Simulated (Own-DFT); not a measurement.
# Stretching a layer in its plane: wurtzite AlN, 72 atoms (Al36N36)

Everything here is calculated. The program is Own-DFT (plane waves, in-house, since retired, never reviewed by a person); positions were held fixed, and spin and spin-orbit coupling were off.

Settings: PBE; PseudoDojo norm-conserving scalar-relativistic files; cutoff 42 hartree; 3 x 3 x 2 k mesh centred on Gamma; Fermi-Dirac smearing of 0.1 eV.

Limits: forces on such cells moved up to 12 meV/angstrom on a denser k mesh; stress not checked against mesh or cutoff.

Unstrained cell vectors in Å: (9.336, 0.000, 0.000); (-4.668, 8.085, 0.000); (0.000, 0.000, 9.964). The unstrained cell has measured lattice constants (interpolated for alloys), not those of this functional. That, the random moves and any unrelaxed bonds set the pressure at no strain. Each run strains x and y alike by e, as a substrate would, and holds the height along z. All atoms carry random offsets, Gaussian with a width of 0.05 Å per axis. Stress is positive in tension.

| e (%) | u (Å) | (s_xx + s_yy)/2 (GPa) | s_zz (GPa) |
|---|---|---|---|
| -2.75 | 0.052 | -24.35 | -10.29 |
| -2.50 | 0.050 | -21.91 | -9.72 |
| -2.25 | 0.050 | -19.71 | -9.67 |
| -1.00 | 0.051 | -12.50 | -6.57 |
| -0.50 | 0.054 | -8.75 | -7.84 |
| -0.25 | 0.051 | ? | ? |
| 0.75 | 0.046 | -1.31 | -4.15 |
| 1.50 | 0.052 | 2.03 | -3.51 |
| 2.75 | 0.054 | 7.88 | -1.32 |
| 3.00 | 0.049 | 10.35 | -4.77 |

## Worked fit

With e as a fraction, the in-plane stress is -6.0 + 588 e - 2229 e² GPa (errors 9 and 606, scatter 0.58), and s_zz is -6.3 + 132 e GPa (slope ± 21, scatter 1.30). At e = 0 the first slope is C11 + C12 and the second 2 C13, both with the ions held to the strained lattice and at the cell's own pressure. The term in e² is negative: the layer stiffens under compression and softens under tension. A free layer would change its height as e changes, and the in-plane slope would drop by 2 C13²/C33 to the biaxial modulus. At fixed height, a misfit of 1 % moves the in-plane stress by about 5.9 GPa and s_zz by 1.3 GPa.

## Prediction

Asked: what are the two stresses at e = -0.25 %?

The fit gives -7.4 and -6.6 GPa. The calculation gave -7.24 and -6.09 GPa.
